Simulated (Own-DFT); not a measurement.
# A change of arrangement and its cost: As32Ga32, 64 atoms

These are calculations, not measurements. They come from Own-DFT, an in-house plane-wave density functional program, since retired, whose code no person has reviewed. Each row is one single-point run on a periodic cell that was not relaxed, without spin or spin-orbit coupling.

Settings of every run: PBE; PseudoDojo norm-conserving scalar-relativistic files; cutoff 42 hartree; 3 x 3 x 3 k mesh centred on Gamma; Fermi-Dirac smearing of 0.1 eV.

Known limits, some of them of some rows only: not probed for a lower state with spin; forces on such cells failed a check on a denser k mesh; forces not confirmed at this smearing and k mesh; stress not checked against mesh or cutoff.

All cells hold the same atoms in the same cell, with vectors in Å (11.307, 0.000, 0.000); (0.000, 11.307, 0.000); (0.000, 0.000, 11.307). Every atom was moved at random from its ideal site; u is the rms move along one axis. The defect's site can differ from row to row. E is the free energy of the cell above the lowest run. The arrangements:

- A: zincblende GaAs
- B: zincblende GaAs, with one As on a Ga site and one Ga on an As site, 2.4 Å apart

```
arrangement   u (Å)  E (eV)  P (GPa)
          A  0.0173   0.000     3.50
          A  0.0180   0.004     3.50
          A  0.0208   0.071     3.51
          A  0.0462   1.708     3.85
          A  0.0498   1.903     3.87
          A  0.0503   2.215     3.96
          B  0.0277   3.137     3.94
          B  0.0285   2.958     3.89
          B  0.0311   3.371     4.00
          B  0.0470   4.293     4.16
          B  0.0505   4.630     4.26
          B  0.0549   5.521     4.42
```

Question: once the cost of the random moves is taken out, how do the arrangements rank?

## Worked answer

Fit E = a + b u², with one b for all and one a for each arrangement, and with residuals divided by u², since the noise grows with the moves. Then b = 942 eV/Å², the scatter at u = 0.04 Å is 0.16 eV, and against A:

- B: 2.65 ± 0.06 eV (higher)

These are energies of unrelaxed cells. Relaxing the atoms lowers the strained arrangements most, so the gaps would shrink and small ones could change sign.
